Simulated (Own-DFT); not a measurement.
# Biaxial strain at fixed height in diamond-structure GeSn with randomly placed atoms, 64 atoms (Ge52Sn12)

No measurement is shown. These are fixed-geometry runs of a retired plane-wave code named Own-DFT, which no person has reviewed; spin and spin-orbit coupling are neglected.

Method: PBE; PseudoDojo norm-conserving scalar-relativistic files; cutoff 49 hartree; 3 x 3 x 3 k mesh centred on Gamma; Fermi-Dirac smearing of 0.1 eV.

Limits: forces on such cells moved up to 12 meV/angstrom on a denser k mesh; stress not checked against mesh or cutoff.

Unstrained cell vectors in Å: (11.628, 0.000, 0.000); (0.000, 11.628, 0.000); (0.000, 0.000, 11.628). The unstrained cell has measured lattice constants (interpolated for alloys), not those of this functional. That, the random moves and any unrelaxed bonds set the pressure at no strain. Each run strains x and y alike by e, as a substrate would, and holds the height along z. All atoms carry random offsets, Gaussian with a width of 0.05 Å per axis. The random placing of the alloy's atoms differs from row to row. Stress is positive in tension.

| e (%) | u (Å) | (s_xx + s_yy)/2 (GPa) | s_zz (GPa) |
|---|---|---|---|
| -2.25 | 0.050 | -9.37 | -8.29 |
| -2.25 | 0.044 | -9.45 | -8.09 |
| -0.25 | 0.048 | -5.83 | -5.71 |
| -0.25 | 0.055 | -5.79 | -5.62 |
| 0.75 | 0.051 | -4.46 | -4.78 |
| 0.75 | 0.054 | -4.21 | -4.51 |
| 1.50 | 0.046 | ? | ? |
| 1.75 | 0.052 | -3.01 | -3.88 |
| 2.25 | 0.050 | -1.78 | -3.07 |
| 2.25 | 0.046 | -1.94 | -3.01 |
| 2.50 | 0.051 | -1.87 | -3.19 |
| 2.50 | 0.050 | -1.71 | -2.97 |
| 2.75 | 0.051 | -1.26 | -2.52 |
| 2.75 | 0.044 | -1.57 | -2.77 |

## Worked fit

With e as a fraction, the in-plane stress is -5.5 + 163 e - 529 e² GPa (errors 3 and 188, scatter 0.17), and s_zz is -5.4 + 111 e - 441 e² GPa (slope ± 3, scatter 0.16). At e = 0 the first slope is C11 + C12 and the second 2 C12, both with the ions held to the strained lattice and at the cell's own pressure. A free layer would change its height as e changes, and the in-plane slope would drop by 2 C12²/C11 to the biaxial modulus. At fixed height, a misfit of 1 % moves the in-plane stress by about 1.6 GPa and s_zz by 1.1 GPa.

## Withheld run

Question: what are the two stresses at e = 1.50 %?

The fit gives -3.1 and -3.9 GPa. Computed: -2.91 and -3.65 GPa.
